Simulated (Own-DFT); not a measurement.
# Shaking the atoms of 4H SiC, 72 atoms (C36Si36)

These are calculations, not measurements. The program, named Own-DFT, is a retired in-house plane-wave density functional code that no person has reviewed. Each row is one single-point run on a periodic cell that was not relaxed, without spin or spin-orbit coupling.

Settings of every run: PBE; PseudoDojo norm-conserving scalar-relativistic files; cutoff 42 hartree; 4 x 4 x 3 k mesh centred on Gamma; Fermi-Dirac smearing of 0.1 eV.

Known limits, some of them of some rows only: some atoms lie very close together; forces on such cells passed a denser k mesh, each cell not checked; stress not checked against mesh or cutoff.

Cell vectors in Å: (9.248, 0.000, 0.000); (-4.624, 8.009, 0.000); (0.000, 0.000, 10.068). In each run every atom was moved at random and independently from its ideal site; u is the rms move along one axis. E is the free energy for each atom above the fitted value at u = 0, and F the rms of the force components.

```
run   u (Å)  E (meV/atom)  F (eV/Å)  largest force (eV/Å)  P (GPa)
  1  0.0312          37.4     0.849                  2.44     3.73
  2  0.0316             ?         ?                     ?        ?
  3  0.0597         139.0     1.815                  5.76     6.33
  4  0.0634         158.1     2.011                 11.21     6.70
  5  0.0634         157.8     1.915                  8.30     6.60
  6  0.0988         371.2     3.120                 13.37    12.30
  7  0.1116         471.4     3.837                 23.03    13.58
```

## Worked fit

For small independent moves the energy grows as E = (3/2) K u², with K the mean stiffness felt by one atom. The runs with u up to 0.11 Å give K = 25.9 ± 0.3 eV/Å², with residuals divided by u² + 0.0006 Å², since the noise grows with the moves. The scatter is 1.9 meV/atom at u = 0.05 Å. The forces follow F = G u with G = 30.3 eV/Å²; no force at u = 0 is resolved. G exceeds K because the moves of its neighbours add to the force on an atom, and stiffness differs between atoms. The pressure follows P = 2.78 + 974 u² GPa: at fixed volume, shortened bonds push harder than stretched ones pull.

## Withheld run

Question: what energy and rms force should run 2 give?

The fit gives 39 ± 1 meV/atom and about 0.96 eV/Å. The calculation gave 41.6 meV/atom and 0.942 eV/Å.
